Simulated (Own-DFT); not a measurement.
# Shaking the atoms of zincblende GaP, 64 atoms (Ga32P32)

These are calculations, not measurements. They come from Own-DFT, an in-house plane-wave density functional program, since retired, whose code no person has reviewed. Each row is one single-point run on a periodic cell that was not relaxed, without spin or spin-orbit coupling.

Settings of every run: PBE; PseudoDojo norm-conserving scalar-relativistic files; cutoff 42 hartree; 3 x 3 x 3 k mesh centred on Gamma; Fermi-Dirac smearing of 0.1 eV.

Known limits, some of them of some rows only: some atoms lie very close together; forces on such cells passed a denser k mesh, each cell not checked; stress not checked against mesh or cutoff.

Cell vectors in Å: (10.901, 0.000, 0.000); (0.000, 10.901, 0.000); (0.000, 0.000, 10.901). In each run every atom was moved at random and independently from its ideal site; u is the rms move along one axis. E is the free energy for each atom above the fitted value at u = 0, and F the rms of the force components.

```
run,u (Å),E (meV/atom),F (eV/Å),largest force (eV/Å),P (GPa)
1,0.0193,7.7,0.247,0.89,2.69
2,0.0197,?,?,?,?
3,0.0501,44.5,0.698,2.36,3.19
4,0.0503,42.4,0.688,1.98,3.19
5,0.0521,45.4,0.703,2.22,3.19
6,0.0966,200.2,2.108,17.29,5.40
7,0.1016,191.2,1.600,6.78,5.30
8,0.1433,345.6,2.502,13.43,7.74
9,0.1917,622.7,3.186,15.60,11.63
```

## Worked fit

For small independent moves the energy grows as E = (3/2) K u², with K the mean stiffness felt by one atom. The runs with u up to 0.11 Å give K = 12.4 ± 0.7 eV/Å², with residuals divided by u² + 0.0006 Å², since the noise grows with the moves. The scatter is 5.5 meV/atom at u = 0.05 Å. The forces follow F = G u with G = 15.6 eV/Å²; no force at u = 0 is resolved. G exceeds K because the moves of its neighbours add to the force on an atom, and stiffness differs between atoms. At u = 0.192 Å the parabola gives 681 meV/atom and the run 623. The pressure follows P = 2.50 + 287 u² GPa: at fixed volume, shortened bonds push harder than stretched ones pull.

## Withheld run

Question: what energy and rms force should run 2 give?

The fit gives 7 ± 2 meV/atom and about 0.31 eV/Å. The calculation gave 8.8 meV/atom and 0.275 eV/Å.
